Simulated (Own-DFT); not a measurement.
Al₃GaN₄ (wurtzite random alloy, strained, atoms displaced) (calculated)

A calculation, not a measurement: plane-wave PBE density functional theory by an unreviewed code, no spin, of a simulated periodic cell, stress positive in tension, free energy of the whole cell less one offset for each atom, forces on such cells passed a denser k mesh, this cell's mesh not checked; offsets are fitted by least squares, one for each functional and potential file, so energies compare only between cells with the same atoms and settings and are not formation energies; the far tail of each file's local potential was reset to the Coulomb form; each entry is a single point on an unrelaxed cell, so the pressure reflects the starting lattice, mostly measured values, from which strain is counted, and rises with the displacements; printed positions are rounded, which can move forces by about a meV/angstrom; the program is a retired in-house code; no spin-orbit coupling. Program: Own-DFT development build.

Settings shared by all entries: functional PBE; potential files PseudoDojo norm-conserving, scalar-relativistic, standard set with the stringent files for Ga; wave cutoff 96 hartree; occupations Gaussian; smearing width 0.01 eV; k mesh 4 x 4 x 3 centred on Gamma.

(1) Al₃GaN₄ (wurtzite random alloy, strained, atoms displaced)

```xyz
72
Lattice="9.4407 0.0000 0.0000 -4.7204 8.1759 0.0000 0.0000 0.0000 10.0655" Properties=species:S:1:pos:R:3 Al3GaN4
Al     0.0244     1.8886    10.0644
Al     1.5462     0.8824     2.5234
N     -0.0316     1.9601     1.8756
N      1.5894     0.8186     4.4814
Al     0.0130     1.8574     5.1061
Al     1.5844     0.9041     7.4950
N     -0.0680     1.8586     6.9998
N      1.4908     0.8775     9.3913
Al    -1.5762     4.4948     9.9660
Ga     0.0353     3.6574     2.4556
N     -1.5889     4.5112     1.8777
N     -0.0102     3.5680     4.4215
Ga    -1.5515     4.4902     5.0137
Al    -0.0486     3.6447     7.4967
N     -1.6145     4.5601     6.9661
N      0.0296     3.6575     9.5165
Al    -3.2410     7.2716     0.0810
Al    -1.6070     6.4443     2.5342
N     -3.1999     7.2158     1.9922
N     -1.6389     6.3474     4.4906
Al    -3.1951     7.3084     5.0773
Ga    -1.5387     6.2932     7.5221
N     -3.1703     7.2444     6.9543
N     -1.5718     6.3364     9.4846
Al     3.1166     1.8210     0.0619
Al     4.6956     0.8838     2.4987
N      3.1218     1.7539     1.9019
N      4.7568     0.9184     4.4981
Al     3.1405     1.8272     5.0235
Al     4.7340     0.9054     7.5311
N      3.1609     1.8460     7.0455
N      4.7842     0.9037     9.4848
Ga     1.5470     4.5465    10.0517
Al     3.0880     3.5551     2.4942
N      1.5409     4.6544     1.8824
N      3.0852     3.7122     4.4290
Al     1.5924     4.4945     4.9242
Ga     3.1671     3.5486     7.6325
N      1.5707     4.5718     7.0447
N      2.9910     3.6392     9.3983
Al    -0.0915     7.2378    10.0524
Al     1.6624     6.4532     2.4868
N      0.0073     7.2402     2.0104
N      1.6112     6.3697     4.4388
Al    -0.0331     7.3017     5.0176
Ga     1.6744     6.3767     7.5605
N      0.0742     7.2770     6.8731
N      1.5258     6.3710     9.5127
Al     6.2562     1.8187     0.0310
Al     7.9599     0.9308     2.4640
N      6.2591     1.8262     1.9652
N      7.8195     0.8874     4.3963
Al     6.3257     1.8213     5.0529
Al     7.9418     0.9021     7.5861
N      6.3009     1.8148     6.8242
N      7.8138     0.9878     9.4977
Ga     4.7212     4.5484     0.0709
Al     6.3057     3.6592     2.4752
N      4.7785     4.5316     1.9117
N      6.3607     3.6735     4.4257
Al     4.7011     4.5213     5.0483
Ga     6.3325     3.6399     7.5887
N      4.7161     4.5701     6.9546
N      6.3463     3.5988     9.4152
Al     3.0963     7.2998     0.0185
Ga     4.8021     6.3503     2.4838
N      3.1231     7.3028     1.9431
N      4.6832     6.3563     4.3886
Al     3.0763     7.2790     4.9315
Al     4.7378     6.3943     7.5076
N      3.1157     7.2922     6.9734
N      4.7499     6.3170     9.5226
```

- free energy of cell above offsets: -22.465 eV
- pressure: 4.33 GPa
- stress xx: -3.45 GPa
- stress yy: -4.56 GPa
- stress zz: -4.98 GPa
- stress yz: -0.39 GPa
- stress xz: 0.94 GPa
- stress xy: -2.01 GPa

Force:
| element | x (eV/Å) | y (eV/Å) | z (eV/Å) |
| --- | --- | --- | --- |
| Al | -0.75 | -0.653 | -0.775 |
| Al | -0.601 | 0.366 | 0.404 |
| N | 1.462 | -4.214 | -0.207 |
| N | -0.327 | 2.799 | -0.747 |
| Al | -0.933 | -1.574 | -0.941 |
| Al | -0.302 | -0.085 | 0.728 |
| N | 1.714 | -0.384 | -0.872 |
| N | 0.881 | 0.135 | 1.67 |
| Al | 0.416 | 0.76 | 1.784 |
| Ga | -1.015 | 2.201 | 0.927 |
| N | -0.498 | 1.603 | -0.393 |
| N | 1.599 | 0.291 | 0.349 |
| Ga | -0.003 | 1.318 | 0.265 |
| Al | 1.262 | 0.956 | 1.286 |
| N | 1.686 | -1.426 | -0.419 |
| N | -1.933 | -0.897 | -1.922 |
| Al | 1.375 | -0.104 | -1.452 |
| Al | 0.936 | -2.421 | 0.697 |
| N | 2.901 | 3.219 | -1.996 |
| N | 0.638 | 1.272 | -0.933 |
| Al | 0.006 | -2.631 | -0.236 |
| Ga | 0.309 | 2.337 | 0.323 |
| N | 0.07 | 1.185 | -0.212 |
| N | -1.315 | 0.193 | 0.498 |
| Al | -0.024 | -0.382 | -2.419 |
| Al | 1.191 | 0.082 | 1.024 |
| N | -0.491 | 0.353 | 0.842 |
| N | -1.31 | 0.683 | -1.3 |
| Al | 0.612 | -0.018 | 0.696 |
| Al | 0.769 | -0.239 | -0.103 |
| N | -0.326 | -2.776 | -2.356 |
| N | -1.98 | -0.056 | -0.137 |
| Ga | -0.322 | 1.369 | 0.146 |
| Al | 0.528 | 1.973 | 0.074 |
| N | 2.039 | -0.898 | 1.434 |
| N | 1.957 | -2.699 | -1.05 |
| Al | -1.88 | 2.21 | 2.242 |
| Ga | -0.217 | 2.85 | -2.364 |
| N | -0.747 | -1.624 | -2.242 |
| N | 2.91 | -1.665 | 3.951 |
| Al | 1.588 | 0.441 | 0.665 |
| Al | -2.034 | -1.362 | 1.19 |
| N | -0.625 | 0.779 | -1.239 |
| N | -1.721 | -0.813 | -0.865 |
| Al | 0.518 | -1.05 | -0.324 |
| Ga | -2.063 | -0.604 | 0.442 |
| N | -1.106 | 0.537 | 0.996 |
| N | 0.367 | 1.374 | 0.312 |
| Al | 0.586 | 0.323 | 0.385 |
| Al | -1.902 | 0.562 | 0.852 |
| N | 0.258 | -0.2 | -0.705 |
| N | 1.608 | 0.773 | -0.027 |
| Al | -0.112 | 0.464 | -2.011 |
| Al | -2.336 | -0.03 | -0.131 |
| N | 0.333 | -0.539 | 3.085 |
| N | 1.202 | -0.938 | -0.028 |
| Ga | -0.295 | -0.993 | -1.956 |
| Al | 0.753 | -0.769 | 1.104 |
| N | -1.682 | -1.293 | 1.322 |
| N | -2.691 | -1.363 | -0.721 |
| Al | 0.796 | 0.737 | -0.187 |
| Ga | -1.551 | -0.817 | -1.852 |
| N | -0.032 | 0.193 | -0.318 |
| N | -0.869 | -0.294 | 2.159 |
| Al | 0.246 | -0.14 | -0.353 |
| Ga | -3.581 | -1.354 | 1.529 |
| N | 1.667 | 0.893 | -1.321 |
| N | 0.175 | 0.066 | 1.67 |
| Al | 1.479 | 0.078 | 1.313 |
| Al | -0.893 | -0.876 | 0.854 |
| N | 2.945 | 1.138 | -1.116 |
| N | -1.314 | 1.67 | -0.991 |

(2) Al₃GaN₄ (wurtzite random alloy, strained, atoms displaced)

```xyz
72
Lattice="9.4407 0.0000 0.0000 -4.7204 8.1759 0.0000 0.0000 0.0000 10.0655" Properties=species:S:1:pos:R:3 Al3GaN4
Ga     0.0097     1.8359    10.0350
Ga     1.5064     0.8884     2.5323
N      0.0538     1.7383     1.9756
N      1.5688     0.9511     4.4246
Al    -0.0314     1.9237     5.0855
Al     1.6635     0.8931     7.5464
N      0.0362     1.8039     6.9755
N      1.6011     0.8912     9.5469
Al    -1.5804     4.4797     0.0044
Al     0.0044     3.6286     2.5492
N     -1.6564     4.4844     1.8758
N     -0.0446     3.6460     4.5502
Al    -1.4675     4.5812     5.0436
Al     0.0999     3.6281     7.5101
N     -1.5794     4.5311     6.9645
N      0.0467     3.6392     9.5020
Al    -3.0656     7.2331     0.0745
Al    -1.6142     6.3545     2.4891
N     -3.1778     7.3494     1.9174
N     -1.6977     6.3615     4.4171
Ga    -3.1293     7.2579     5.0264
Al    -1.5925     6.3217     7.4922
N     -3.1016     7.2750     6.9538
N     -1.5385     6.3357     9.6028
Ga     3.0872     1.8675     0.0128
Al     4.7527     0.9087     2.4990
N      3.2094     1.7198     1.8042
N      4.7001     0.8494     4.5030
Al     3.0896     1.8582     5.1169
Al     4.6911     0.9361     7.4575
N      3.2007     1.8571     6.9611
N      4.6553     0.8540     9.5157
Ga     1.5887     4.4951    10.0604
Al     3.0781     3.5659     2.5123
N      1.5081     4.5985     1.9255
N      3.1159     3.5882     4.4360
Al     1.6732     4.4896     5.0915
Al     3.2114     3.6972     7.6149
N      1.5938     4.5274     7.0502
N      3.1169     3.5834     9.4761
Al     0.0160     7.3602     0.0577
Al     1.6005     6.3190     2.6000
N      0.0088     7.2833     1.8903
N      1.6471     6.3327     4.4912
Al     0.0911     7.2276     4.9961
Al     1.6206     6.3289     7.4622
N      0.0604     7.2849     6.9029
N      1.5457     6.4337     9.4522
Al     6.3472     1.8442    10.0362
Ga     7.9066     0.9376     2.4620
N      6.2857     1.8028     1.9086
N      8.0218     0.8574     4.3130
Al     6.3738     1.9097     5.0827
Al     7.8329     0.8760     7.5358
N      6.3622     1.8420     6.9245
N      7.9191     0.9284     9.4042
Ga     4.6184     4.5715     0.0189
Ga     6.2747     3.6930     2.4923
N      4.8016     4.5012     1.9144
N      6.3041     3.6837     4.4259
Al     4.7469     4.6014     5.0341
Ga     6.4015     3.6256     7.5631
N      4.8316     4.5216     6.9584
N      6.2558     3.6960     9.4782
Al     3.1509     7.2178     0.0594
Al     4.7095     6.3546     2.5319
N      3.1547     7.3064     1.9138
N      4.6946     6.2880     4.3922
Al     3.1269     7.1858     5.0797
Al     4.8277     6.2603     7.5510
N      3.1426     7.2574     6.9979
N      4.6758     6.2799     9.4616
```

* free energy of cell above offsets: -21.628 eV
* pressure: 4.66 GPa
* stress xx: -3.69 GPa
* stress yy: -4.72 GPa
* stress zz: -5.57 GPa
* stress yz: 0.6 GPa
* stress xz: -0.04 GPa
* stress xy: 0.81 GPa

Force:
| element | x (eV/Å) | y (eV/Å) | z (eV/Å) |
| --- | --- | --- | --- |
| Ga | 0.379 | -0.78 | 0.601 |
| Ga | 2.874 | 0.334 | 0.666 |
| N | -1.321 | 4.044 | -1.638 |
| N | -0.103 | 0.717 | 1.784 |
| Al | 0.572 | -3.045 | -0.38 |
| Al | -1.093 | 0.269 | 0.968 |
| N | 0.072 | 0.11 | -0.057 |
| N | -0.783 | -1.355 | -2.258 |
| Al | 0.309 | 1.105 | -0.198 |
| Al | -0.945 | -0.392 | -0.31 |
| N | 3.277 | 1.348 | 0.5 |
| N | 2.346 | 0.925 | -1.673 |
| Al | -3.157 | 0.548 | 0.22 |
| Al | -1.924 | -0.65 | 1.377 |
| N | 2.825 | 0.92 | -0.871 |
| N | -1.673 | 0.202 | -1.558 |
| Al | -1.153 | 0.356 | -1.014 |
| Al | 0.34 | 0.262 | -0.405 |
| N | 0.016 | -3.388 | 0.251 |
| N | 4.055 | -1.423 | -0.869 |
| Ga | -1.804 | 1.47 | 0.094 |
| Al | 1.56 | 0.813 | 1.588 |
| N | -0.397 | -0.292 | 0.857 |
| N | -0.069 | -0.241 | -1.717 |
| Ga | 1.314 | -2.002 | -0.954 |
| Al | -0.213 | -0.288 | 0.777 |
| N | -0.662 | 1.877 | 3.912 |
| N | 0.623 | 1.411 | -0.664 |
| Al | 1.116 | -1.561 | -1.542 |
| Al | 1.554 | -0.934 | 1.443 |
| N | -1.051 | 0.712 | 0.463 |
| N | 1.693 | 2.255 | -2.259 |
| Ga | -0.572 | 2.471 | 0.03 |
| Al | 1.159 | -0.105 | -0.311 |
| N | 0.967 | -1.495 | 1.37 |
| N | 0.909 | 0.672 | -0.08 |
| Al | -1.466 | 0.508 | 0.089 |
| Al | 0.196 | -0.865 | -0.658 |
| N | 1.41 | 0.083 | -1.779 |
| N | 0.365 | 1.509 | -1.211 |
| Al | 0.011 | -2.25 | -0.876 |
| Al | -0.288 | 1.615 | -1.466 |
| N | 0.201 | -0.907 | 2.267 |
| N | -1.087 | -1.362 | -0.43 |
| Al | -1.782 | 0.878 | 0.364 |
| Al | -1.051 | 1.217 | 2.293 |
| N | -0.823 | -0.893 | 0.042 |
| N | 0.666 | -0.647 | -0.289 |
| Al | -1.241 | -0.54 | 0.201 |
| Ga | -1.219 | -0.171 | 0.201 |
| N | -0.022 | 0.227 | -0.818 |
| N | -1.654 | 0.412 | 3.745 |
| Al | -0.538 | -1.447 | -2.027 |
| Al | 1.281 | 0.154 | 0.192 |
| N | -0.755 | -1.161 | 0.341 |
| N | -1.435 | -0.817 | 0.739 |
| Ga | 1.429 | -1.307 | 0.43 |
| Ga | 0.629 | -2.642 | 1.316 |
| N | -4.392 | 1.859 | 0.433 |
| N | 0.475 | -0.133 | 1.301 |
| Al | 0.305 | -2.002 | -0.035 |
| Ga | -1.204 | -0.578 | 0.767 |
| N | -2.015 | 0.195 | -0.77 |
| N | 0.874 | -1.426 | 0.27 |
| Al | -0.405 | 0.799 | -1.533 |
| Al | 0.162 | 0.127 | -0.801 |
| N | -0.142 | -2.353 | 0.233 |
| N | -0.583 | 1.053 | 0.634 |
| Al | 1.976 | 2.183 | -0.335 |
| Al | -1.058 | 1.877 | 0.652 |
| N | 1.273 | -0.701 | -1.163 |
| N | 0.869 | 2.641 | -0.458 |

(3) Al₃GaN₄ (wurtzite random alloy, strained, atoms displaced)

```xyz
72
Lattice="9.4407 0.0000 0.0000 -4.7204 8.1759 0.0000 0.0000 0.0000 10.0655" Properties=species:S:1:pos:R:3 Al3GaN4
Ga    -0.0553     1.8323    10.0371
Ga     1.5844     0.8356     2.4194
N     -0.0042     1.8163     1.8627
N      1.5781     0.9217     4.3275
Al     0.0642     1.7881     5.0430
Al     1.6200     0.8630     7.5594
N      0.0772     1.8294     6.9132
N      1.5111     0.8109     9.4155
Al    -1.5681     4.5542    10.0035
Al    -0.0273     3.6171     2.4653
N     -1.6497     4.5822     1.9388
N      0.0630     3.6851     4.3777
Al    -1.5090     4.5671     5.0324
Ga    -0.0108     3.6772     7.5250
N     -1.4773     4.5181     6.9986
N      0.0833     3.6516     9.4184
Ga    -3.1872     7.1814     0.0209
Al    -1.6111     6.3472     2.5110
N     -3.1752     7.3272     1.9212
N     -1.4927     6.3695     4.4284
Al    -3.1800     7.1871     5.0536
Ga    -1.6662     6.3500     7.4672
N     -3.1278     7.3083     7.0092
N     -1.5333     6.3310     9.4412
Al     3.1791     1.8843     0.0805
Al     4.6721     0.8631     2.4698
N      3.1607     1.7858     1.8495
N      4.6731     0.9411     4.4302
Al     3.2235     1.8146     5.0050
Al     4.7775     0.8891     7.5955
N      3.1103     1.8313     6.9788
N      4.6582     0.9972     9.4342
Al     1.6192     4.4642     0.0041
Al     3.1438     3.6324     2.6029
N      1.5650     4.4485     1.8426
N      3.2045     3.6684     4.4358
Al     1.5753     4.4574     4.9160
Al     3.0991     3.6180     7.6073
N      1.5887     4.5333     6.9958
N      3.1602     3.6621     9.5306
Al    -0.0889     7.2842     9.9615
Al     1.5623     6.3782     2.5258
N     -0.0317     7.3240     1.8961
N      1.5635     6.3264     4.4879
Al     0.0639     7.2734     4.9687
Al     1.6396     6.3827     7.4613
N     -0.0296     7.2200     6.9074
N      1.5744     6.4036     9.4730
Al     6.3044     1.8270    10.0334
Ga     7.8979     0.8989     2.5200
N      6.3630     1.7742     1.8785
N      7.8649     0.9167     4.4485
Ga     6.2905     1.8621     4.9970
Al     7.9539     0.9128     7.5865
N      6.3041     1.7625     6.8721
N      7.8556     0.9608     9.4646
Ga     4.7563     4.5635    10.0202
Al     6.3820     3.6943     2.4854
N      4.7089     4.6123     2.0494
N      6.2618     3.6108     4.4303
Al     4.6942     4.5697     5.0318
Ga     6.2758     3.6078     7.4321
N      4.6646     4.5369     6.9230
N      6.2518     3.6241     9.5616
Al     3.1609     7.1987     0.0114
Al     4.7290     6.3385     2.5026
N      3.0468     7.3637     1.8629
N      4.8498     6.3653     4.4510
Al     3.1411     7.2844     5.0521
Al     4.7687     6.4220     7.5484
N      3.1212     7.3215     6.9632
N      4.6834     6.3999     9.5401
```

- free energy of cell above offsets: -22.595 eV
- pressure: 4.44 GPa
- stress xx: -4.63 GPa
- stress yy: -4.28 GPa
- stress zz: -4.39 GPa
- stress yz: -0.81 GPa
- stress xz: -0.1 GPa
- stress xy: -0.5 GPa

Force:
| element | x (eV/Å) | y (eV/Å) | z (eV/Å) |
| --- | --- | --- | --- |
| Ga | 1.405 | -0.143 | -0.202 |
| Ga | -0.309 | 3.242 | 1.057 |
| N | 0.241 | 0.941 | 0.9 |
| N | 0.564 | -0.525 | 2.221 |
| Al | -0.419 | 0.395 | -0.794 |
| Al | -0.214 | 1.895 | 0.273 |
| N | -0.628 | -1.107 | 0.199 |
| N | 1.31 | 1.412 | 0.65 |
| Al | 0.454 | -0.607 | 0.527 |
| Al | 0.205 | 0.008 | 0.001 |
| N | 2.535 | 0.367 | -1.395 |
| N | -1.724 | -1.526 | -0.072 |
| Al | -0.377 | -0.549 | -0.32 |
| Ga | 2.483 | -1.558 | 0.612 |
| N | -3.457 | 0.835 | -2.45 |
| N | -1.487 | 0.495 | 1.394 |
| Ga | 1.492 | 1.475 | -0.214 |
| Al | 0.597 | 1.061 | 0.114 |
| N | 0.102 | -4.349 | -0.015 |
| N | -1.326 | -0.282 | 0.114 |
| Al | 2.832 | 2.576 | -0.138 |
| Ga | 2.724 | -0.331 | 1.164 |
| N | -2.026 | -0.517 | -2.082 |
| N | -1.219 | -0.537 | 0.097 |
| Al | -1.087 | -0.904 | -2.489 |
| Al | 1.322 | 1.546 | 0.468 |
| N | 0.537 | 1.234 | 1.972 |
| N | 1.01 | -1.413 | -1.242 |
| Al | -2.129 | 0.26 | 1.047 |
| Al | -1.234 | 0.012 | -1.511 |
| N | 1.213 | -0.316 | -0.654 |
| N | 0.97 | -1.01 | 0.589 |
| Al | -0.763 | 2.085 | -0.583 |
| Al | 0.318 | -0.298 | -1.976 |
| N | 0.143 | 1.236 | 1.978 |
| N | -0.892 | -0.79 | 0.237 |
| Al | 1.015 | 1.361 | 2.278 |
| Al | 0.273 | -0.158 | -0.442 |
| N | 0.976 | 0.812 | -1.691 |
| N | -0.072 | -0.822 | -1.118 |
| Al | 2.159 | 0.589 | 1.059 |
| Al | -0.397 | -0.286 | -0.922 |
| N | -0.289 | -2.002 | -0.242 |
| N | 1.321 | 0.02 | -1.197 |
| Al | -1.145 | 0.674 | 1.081 |
| Al | -1.839 | -0.886 | 1.453 |
| N | 1.223 | 1.125 | 0.06 |
| N | -0.209 | -0.736 | -0.582 |
| Al | -0.45 | -0.623 | 0.884 |
| Ga | -0.114 | 0.894 | 0.285 |
| N | -2.166 | 1.641 | 0.142 |
| N | 1.217 | -0.605 | 0.507 |
| Ga | -0.062 | -1.267 | -0.405 |
| Al | -0.669 | 0.79 | -0.731 |
| N | 0.465 | -0.31 | 2.157 |
| N | -1.029 | -1.567 | -0.992 |
| Ga | -1.158 | 0.072 | 1.752 |
| Al | -2.94 | -2.195 | 0.778 |
| N | 0.214 | -1.72 | -1.05 |
| N | 1.054 | 2.568 | -0.267 |
| Al | 0.978 | -0.23 | -0.271 |
| Ga | 0.129 | -0.181 | 1.142 |
| N | 0.054 | 1.184 | 0.567 |
| N | 2.174 | -0.052 | -1.602 |
| Al | -1.877 | 1.911 | -0.109 |
| Al | -0.617 | 1.834 | 0.506 |
| N | 1.421 | -3.316 | 0.802 |
| N | -3.379 | -0.638 | -0.538 |
| Al | 0.48 | 0.063 | -0.346 |
| Al | -1.5 | -0.913 | 0.357 |
| N | 1.774 | -0.378 | -0.439 |
| N | -0.18 | -0.966 | -2.339 |

(4) Al₃GaN₄ (wurtzite random alloy, strained, atoms displaced)

```xyz
72
Lattice="9.4407 0.0000 0.0000 -4.7204 8.1759 0.0000 0.0000 0.0000 10.0655" Properties=species:S:1:pos:R:3 Al3GaN4
Ga    -0.0034     1.8008    10.0449
Al     1.5929     0.9484     2.4582
N      0.0174     1.8701     1.9369
N      1.4993     0.9400     4.5035
Al     0.0456     1.9333     5.0417
Al     1.6121     0.8892     7.5005
N      0.0889     1.8426     6.8818
N      1.5335     0.9243     9.4454
Al    -1.6593     4.5413    10.0650
Al     0.0610     3.6448     2.3959
N     -1.5541     4.5272     1.9448
N     -0.0324     3.6896     4.4539
Ga    -1.4985     4.4684     4.9996
Al     0.0157     3.6443     7.4827
N     -1.5263     4.5656     6.9574
N     -0.0750     3.5818     9.4635
Al    -3.2004     7.2046     0.0236
Al    -1.5835     6.3937     2.4979
N     -3.0903     7.3225     1.9114
N     -1.6210     6.3674     4.4175
Al    -3.1767     7.2300     4.9567
Al    -1.6188     6.3925     7.4611
N     -3.1275     7.3089     6.9183
N     -1.5585     6.3336     9.5536
Al     3.1994     1.7391     9.9890
Al     4.7295     0.8286     2.5885
N      3.0951     1.8578     1.9802
N      4.7216     0.9007     4.4005
Al     3.0472     1.8028     5.0488
Ga     4.6487     0.8228     7.4995
N      3.1374     1.7426     6.8618
N      4.6011     0.9090     9.4101
Al     1.5686     4.5679     0.0369
Ga     3.1492     3.6941     2.5041
N      1.4972     4.5061     1.9329
N      3.0657     3.5743     4.4184
Al     1.6650     4.6180     5.0071
Al     3.0497     3.7106     7.5254
N      1.6146     4.4229     6.9874
N      3.2086     3.6496     9.5054
Al     0.0052     7.2529     0.0108
Al     1.6287     6.3955     2.5137
N      0.0686     7.2337     1.9993
N      1.4777     6.3839     4.4508
Ga    -0.0818     7.3043     5.0283
Ga     1.6656     6.4210     7.5819
N      0.0524     7.2673     6.9267
N      1.5080     6.4225     9.4409
Ga     6.3355     1.8536     0.0234
Al     7.7871     0.9655     2.5720
N      6.2831     1.8044     1.8929
N      7.8652     0.8785     4.4068
Al     6.2660     1.9454     5.0290
Al     7.9004     0.9266     7.5466
N      6.2143     1.8593     6.9471
N      7.8922     0.9753     9.5206
Ga     4.7623     4.4980     0.0364
Al     6.3798     3.6021     2.5085
N      4.8070     4.6144     1.8768
N      6.3690     3.6553     4.4750
Al     4.7108     4.5357     5.0576
Ga     6.3162     3.7057     7.5433
N      4.7107     4.5384     6.7942
N      6.2695     3.5561     9.5030
Al     3.1061     7.2694     0.0764
Al     4.7088     6.3669     2.4426
N      3.1226     7.2716     1.9685
N      4.7596     6.3206     4.4180
Al     3.1234     7.3225     5.0263
Al     4.6810     6.3244     7.6452
N      3.0929     7.2817     7.0256
N      4.7000     6.3343     9.4141
```

- free energy of cell above offsets: -21.682 eV
- pressure: 4.96 GPa
- stress xx: -5.3 GPa
- stress yy: -3.9 GPa
- stress zz: -5.69 GPa
- stress yz: 0.33 GPa
- stress xz: 0.5 GPa
- stress xy: 1.06 GPa

Force:
| element | x (eV/Å) | y (eV/Å) | z (eV/Å) |
| --- | --- | --- | --- |
| Ga | 0.834 | 0.762 | 0.97 |
| Al | -0.989 | 0.128 | 1.398 |
| N | -0.767 | -1.331 | 0.561 |
| N | 0.646 | -1.038 | -1.718 |
| Al | -0.906 | -1.365 | -0.877 |
| Al | -0.638 | 0.437 | 0.394 |
| N | -1.534 | -0.29 | 1.301 |
| N | 1.612 | -1.523 | -0.501 |
| Al | 1.568 | -0.485 | 0.245 |
| Al | -2.502 | -0.676 | 2.134 |
| N | -0.13 | 0.537 | -0.697 |
| N | 3.955 | -1.237 | -1.74 |
| Ga | -1.769 | 2.814 | 0.99 |
| Al | -0.236 | -0.505 | 1.429 |
| N | 0.177 | 0.612 | 0.301 |
| N | 0.791 | 2.401 | -0.575 |
| Al | 1.174 | 1.356 | -0.746 |
| Al | 0.679 | -0.944 | 0.366 |
| N | -1.335 | -0.51 | -0.174 |
| N | -0.361 | -0.06 | -0.632 |
| Al | 0.038 | 1.127 | 0.903 |
| Al | 1.207 | -0.356 | 1.12 |
| N | -1.088 | -1.303 | 0.159 |
| N | -0.975 | 0.32 | -1.227 |
| Al | -2.858 | 2.125 | 1.838 |
| Al | -0.64 | 1.493 | -1.329 |
| N | 1.896 | -1.205 | -1.626 |
| N | -0.284 | 1.963 | 0.914 |
| Al | 1.07 | -0.362 | -1.248 |
| Ga | 0.97 | 1.939 | 0.339 |
| N | -0.754 | 1.824 | 1.271 |
| N | 2.862 | -1.9 | 0.919 |
| Al | -0.492 | -0.832 | -1.067 |
| Ga | 0.417 | -0.712 | -0.145 |
| N | 2.368 | 2.809 | -1.108 |
| N | 1.562 | 1.206 | 0.823 |
| Al | -1.966 | -0.787 | 0.547 |
| Al | 4.321 | -3.032 | 1.256 |
| N | -2.467 | 2.997 | -1.898 |
| N | -2.119 | -0.575 | -1.12 |
| Al | -1.061 | 0.828 | 0.463 |
| Al | -1.438 | -1.357 | 1.143 |
| N | -0.894 | 0.369 | -1.527 |
| N | 2.627 | -0.343 | -0.535 |
| Ga | 0.357 | -0.377 | -0.089 |
| Ga | -3.089 | -2.05 | -0.374 |
| N | -1.31 | -1.979 | 0.458 |
| N | 1.425 | -0.965 | 2.236 |
| Ga | -1.38 | -2.069 | -0.624 |
| Al | 1.884 | -0.312 | -0.675 |
| N | -0.638 | 0.123 | 1.806 |
| N | -0.277 | 1.639 | 1.074 |
| Al | 0.055 | -2.721 | 0.636 |
| Al | -0.49 | 0.982 | -0.082 |
| N | 1.863 | -0.666 | -0.339 |
| N | -1.048 | -2.939 | -1.616 |
| Ga | -0.542 | 0.277 | -0.897 |
| Al | -0.871 | 0.635 | 0.627 |
| N | 0.017 | -0.75 | 1.994 |
| N | -2.411 | -0.07 | -1.781 |
| Al | 0.191 | -0.151 | -2.912 |
| Ga | -0.628 | -1.067 | -0.121 |
| N | -1.045 | 0.873 | 4.148 |
| N | 0.966 | 2.617 | -1.003 |
| Al | 0.199 | 0.613 | -1.177 |
| Al | 0.962 | 0.685 | 1.625 |
| N | 0.883 | 0.448 | -0.833 |
| N | -1.773 | 0.205 | -0.637 |
| Al | 0.172 | -1.002 | 0.2 |
| Al | 0.66 | 0.51 | -3.396 |
| N | 3.658 | 1.392 | -1.864 |
| N | -0.357 | 0.802 | 2.325 |
